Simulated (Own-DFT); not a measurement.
# How strain changes the stress of 4H SiC, 72 atoms (C36Si36)

All numbers below are calculated, not measured. The program, named Own-DFT, is a retired in-house plane-wave density functional code that no person has reviewed. Each row is one single-point run on a periodic cell that was not relaxed, without spin or spin-orbit coupling.

Settings of every run: PBE; PseudoDojo norm-conserving scalar-relativistic files; cutoff 42 hartree; 4 x 4 x 3 k mesh centred on Gamma; Fermi-Dirac smearing of 0.1 eV.

Known limits: forces on such cells passed a denser k mesh, each cell not checked; stress not checked against mesh or cutoff.

Unstrained cell vectors in Å: (9.248, 0.000, 0.000); (-4.624, 8.009, 0.000); (0.000, 0.000, 10.068). The unstrained cell has measured lattice constants (interpolated for alloys), not those of this functional. That, the random moves and any unrelaxed bonds set the pressure at no strain. Each run strains this cell uniformly, with the atoms carried along. Every atom was also moved at random, by a Gaussian of width 0.05 Å on each axis. Strain is the symmetric tensor, in per cent. Stress is positive in tension, and the pressure is minus a third of its trace.

| run | e_xx (%) | e_yy (%) | e_zz (%) | e_yz (%) | e_xz (%) | e_xy (%) | s_xx (GPa) | s_yy (GPa) | s_zz (GPa) | s_yz (GPa) | s_xz (GPa) | s_xy (GPa) | P (GPa) | E (meV/atom) |
|---|---|---|---|---|---|---|---|---|---|---|---|---|---|---|
| 1 | -0.86 | 0.88 | 1.25 | 1.41 | -0.35 | -1.91 | -9.76 | -1.70 | 1.30 | 3.90 | -1.68 | -9.47 | 3.39 | 38.6 |
| 2 | 1.10 | 0.00 | -0.12 | 0.14 | -0.14 | -1.01 | 0.50 | -2.76 | -6.33 | 0.86 | -0.17 | -4.59 | 2.86 | 0.0 |
| 3 | -0.81 | 1.91 | 0.34 | -1.34 | 1.72 | 1.69 | -6.12 | 4.65 | -5.16 | -4.46 | 6.46 | 7.80 | 2.21 | 21.5 |
| 4 | 0.55 | 1.34 | 0.27 | 1.60 | -0.08 | -0.45 | -0.32 | 1.94 | -4.62 | 5.43 | 0.44 | -1.62 | 1.00 | 18.6 |
| 5 | -1.11 | 1.60 | -1.80 | 1.89 | 1.67 | -1.47 | -12.12 | 1.21 | -16.78 | 6.71 | 6.03 | -9.12 | 9.23 | 51.3 |
| 6 | 0.17 | 0.61 | -1.59 | 1.06 | 0.86 | 0.01 | -5.29 | -2.35 | -14.53 | 2.57 | 3.31 | 0.07 | 7.39 | 32.4 |
| 7 | -0.46 | 1.20 | 1.18 | -0.76 | -1.21 | -1.65 | -5.26 | 0.88 | 0.14 | -3.06 | -4.06 | -7.89 | 1.42 | 21.6 |
| 8 | 0.35 | 0.03 | 1.97 | 1.75 | -0.09 | -0.23 | -1.16 | -3.34 | 4.53 | 6.14 | 0.25 | -2.07 | -0.01 | 2.3 |
| 9 | 0.57 | -0.98 | -0.20 | 0.04 | 0.98 | -0.42 | -1.51 | -7.35 | -12.34 | 0.27 | 4.24 | -2.31 | 7.07 | 16.8 |
| 10 | -0.58 | 0.50 | 1.65 | 0.91 | 1.01 | 1.54 | -6.89 | -2.92 | 3.32 | 2.54 | 3.49 | 6.50 | 2.16 | 14.3 |
| 11 | 0.70 | -1.69 | -0.06 | -0.72 | -1.21 | -1.49 | -4.54 | -13.52 | -5.38 | -1.23 | -4.25 | -6.98 | 7.81 | 32.5 |
| 12 | 0.29 | 0.78 | 1.67 | -0.44 | 1.61 | -1.86 | -3.05 | 0.31 | 3.46 | -1.49 | 4.60 | -8.74 | -0.24 | 17.2 |
| 13 | 1.31 | -1.82 | 0.23 | -0.69 | 0.47 | 1.98 | -0.16 | -13.40 | -4.57 | -1.82 | 1.61 | 9.31 | 6.04 | 19.0 |
| 14 | -1.86 | 1.96 | 1.89 | 0.03 | -0.23 | -1.82 | -12.65 | 4.67 | 3.75 | 1.05 | -0.58 | -8.36 | 1.41 | 24.3 |
| 15 | -0.38 | -1.23 | -1.79 | 0.42 | 0.62 | 0.32 | -8.33 | -11.16 | -20.96 | 1.32 | 1.35 | 0.23 | 13.48 | 27.6 |
| 16 | 1.15 | -0.16 | 1.03 | 1.71 | -0.98 | 1.68 | 2.02 | -6.27 | 0.59 | 5.16 | -3.10 | 8.31 | 1.22 | 16.8 |
| 17 | -1.62 | 0.54 | 1.15 | 0.47 | -1.79 | 0.82 | ? | ? | ? | ? | ? | ? | ? | ? |

E is the free energy for each atom above the lowest run shown.

## Worked fit

Each stress component was fitted by least squares to a constant and the strains of the runs shown, as fractions, with shears doubled. Shear strains stay in the fit of a normal stress only where such slopes are resolved. The slopes, in GPa:

| stress | at no strain | per e_xx | per e_yy | per e_zz | scatter |
|---|---|---|---|---|---|
| s_xx | -5.2 | 554 ± 46 | 96 ± 35 | 62 ± 25 | 1.17 |
| s_yy | -4.8 | 65 ± 41 | 492 ± 31 | 23 ± 22 | 1.04 |
| s_zz | -7.1 | 112 ± 65 | 80 ± 50 | 600 ± 35 | 1.66 |

Each shear stress against twice its own strain: yz 159 ± 9, xz 166 ± 9, xy 238 ± 5 GPa. These are stiffnesses along x, y and z of the frame in which the cell vectors are given, which need not be the crystal's axes. The atoms are held to the strained lattice; where symmetry lets them move under strain, relaxing them would lower some slopes. The table should be nearly symmetric about its diagonal, and what it lacks of that shows the noise. A ninth of its sum, 231 ± 5 GPa, estimates the bulk modulus near the mean pressure of these runs, 4.2 GPa, so it lies above the value at zero pressure.

## Withheld run

Question: what normal stresses and pressure should run 17 give?

The fit gives s_xx = -13.0, s_yy = -2.9, s_zz = -1.5 and P = 5.8 GPa. The calculation gave -12.86, -3.44, 0.37 and P = 5.31 GPa.
